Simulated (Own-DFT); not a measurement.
# How strain changes the stress of 2H SiC, 32 atoms (C16Si16)

All numbers below are calculated, not measured. The program, named Own-DFT, is a retired in-house plane-wave density functional code that no person has reviewed. Each row is one single-point run on a periodic cell that was not relaxed, without spin or spin-orbit coupling.

Settings of every run: PBE; PseudoDojo norm-conserving scalar-relativistic files; cutoff 42 hartree; 5 x 5 x 3 k mesh centred on Gamma; Fermi-Dirac smearing of 0.1 eV.

Known limits: forces on such cells passed a denser k mesh, each cell not checked; stress not checked against mesh or cutoff.

Unstrained cell vectors in Å: (6.165, 0.000, 0.000); (-3.083, 5.339, 0.000); (0.000, 0.000, 10.068). The unstrained cell has measured lattice constants (interpolated for alloys), not those of this functional. That, the random moves and any unrelaxed bonds set the pressure at no strain. Each run strains this cell uniformly, with the atoms carried along. Every atom was also moved at random, by a Gaussian of width 0.05 Å on each axis. Strain is the symmetric tensor, in per cent. Stress is positive in tension, and the pressure is minus a third of its trace.

```
run,e_xx (%),e_yy (%),e_zz (%),e_yz (%),e_xz (%),e_xy (%),s_xx (GPa),s_yy (GPa),s_zz (GPa),s_yz (GPa),s_xz (GPa),s_xy (GPa),P (GPa),E (meV/atom)
1,1.89,1.62,-1.52,1.37,-1.40,-0.09,6.30,4.49,-12.75,5.10,-4.46,-2.21,0.66,13.6
2,0.73,-1.43,0.71,-1.39,0.19,0.63,-1.64,-13.80,-1.73,-3.95,1.01,1.92,5.72,26.8
3,1.77,-1.68,-1.94,-1.25,-0.84,-1.91,2.96,-12.93,-24.28,-5.14,-2.68,-8.70,11.42,76.1
4,-1.96,1.60,1.07,-1.17,-1.86,-1.18,-14.12,5.35,-3.02,-3.89,-5.34,-4.91,3.93,21.8
5,0.06,0.80,-1.63,-1.36,-0.55,-0.12,-2.84,0.12,-20.44,-5.52,-3.46,-0.82,7.72,39.4
6,0.93,-0.90,0.90,1.26,1.63,-0.77,2.40,-8.36,-4.03,4.25,4.82,-3.76,3.33,22.3
7,1.44,0.61,0.38,-1.22,1.60,-0.91,3.91,1.28,-5.56,-3.93,4.24,-5.12,0.12,14.2
8,-0.95,1.50,-0.15,-0.72,-0.16,-0.74,-7.85,4.16,-10.47,-1.78,-0.58,-2.86,4.72,19.3
9,0.42,-1.67,1.22,-1.83,-1.87,1.06,-4.36,-15.78,0.32,-6.65,-5.99,4.19,6.61,57.9
10,-1.14,-1.68,1.89,0.86,-0.74,-1.37,-11.96,-15.73,2.83,3.68,-2.04,-6.74,8.29,48.1
11,-0.08,1.37,1.41,0.06,1.75,1.38,-2.64,3.84,0.95,0.73,5.81,6.45,-0.72,11.6
12,-1.60,0.51,0.48,-0.64,-1.68,1.09,-11.29,-3.12,-7.57,-1.17,-6.47,5.57,7.32,37.9
13,-0.13,0.24,0.01,1.76,-0.16,-1.23,-4.46,-4.09,-4.80,5.03,-0.12,-6.10,4.45,0.0
14,-1.32,0.58,-0.66,-1.49,-0.28,0.77,-12.11,-1.72,-11.48,-4.96,-0.59,5.23,8.44,14.7
15,-1.01,-0.04,-0.23,0.89,-0.32,0.28,-10.22,-5.70,-8.65,2.62,-1.99,0.65,8.19,14.9
16,-1.65,0.80,-0.89,1.67,-0.19,-1.08,-16.40,-0.96,-12.70,5.74,-0.54,-4.46,10.02,36.9
17,0.51,-1.00,-0.97,-1.73,-0.94,1.45,-5.02,-9.54,-11.44,-5.85,-2.55,5.55,8.66,28.6
18,-1.16,1.51,-1.94,-0.43,0.32,0.10,?,?,?,?,?,?,?,?
```

E is the free energy for each atom above the lowest run shown.

## Worked fit

Each stress component was fitted by least squares to a constant and the strains of the runs shown, as fractions, with shears doubled. Shear strains stay in the fit of a normal stress only where such slopes are resolved. The slopes, in GPa:

| stress | at no strain | per e_xx | per e_yy | per e_zz | scatter |
|---|---|---|---|---|---|
| s_xx | -4.6 | 585 ± 30 | 113 ± 30 | 75 ± 32 | 1.32 |
| s_yy | -4.6 | 57 ± 24 | 609 ± 23 | 5 ± 25 | 1.03 |
| s_zz | -7.9 | 55 ± 55 | 41 ± 54 | 635 ± 58 | 2.41 |

Each shear stress against twice its own strain: yz 171 ± 7, xz 154 ± 10, xy 222 ± 8 GPa. These are stiffnesses along x, y and z of the frame in which the cell vectors are given, which need not be the crystal's axes. The atoms are held to the strained lattice; where symmetry lets them move under strain, relaxing them would lower some slopes. The table should be nearly symmetric about its diagonal, and what it lacks of that shows the noise. A ninth of its sum, 242 ± 10 GPa, estimates the bulk modulus near the mean pressure of these runs, 5.8 GPa, so it lies above the value at zero pressure.

## Withheld run

Question: what normal stresses and pressure should run 18 give?

The fit gives s_xx = -11.1, s_yy = 3.8, s_zz = -20.2 and P = 9.2 GPa. The calculation gave -13.48, 2.40, -19.22 and P = 10.10 GPa.
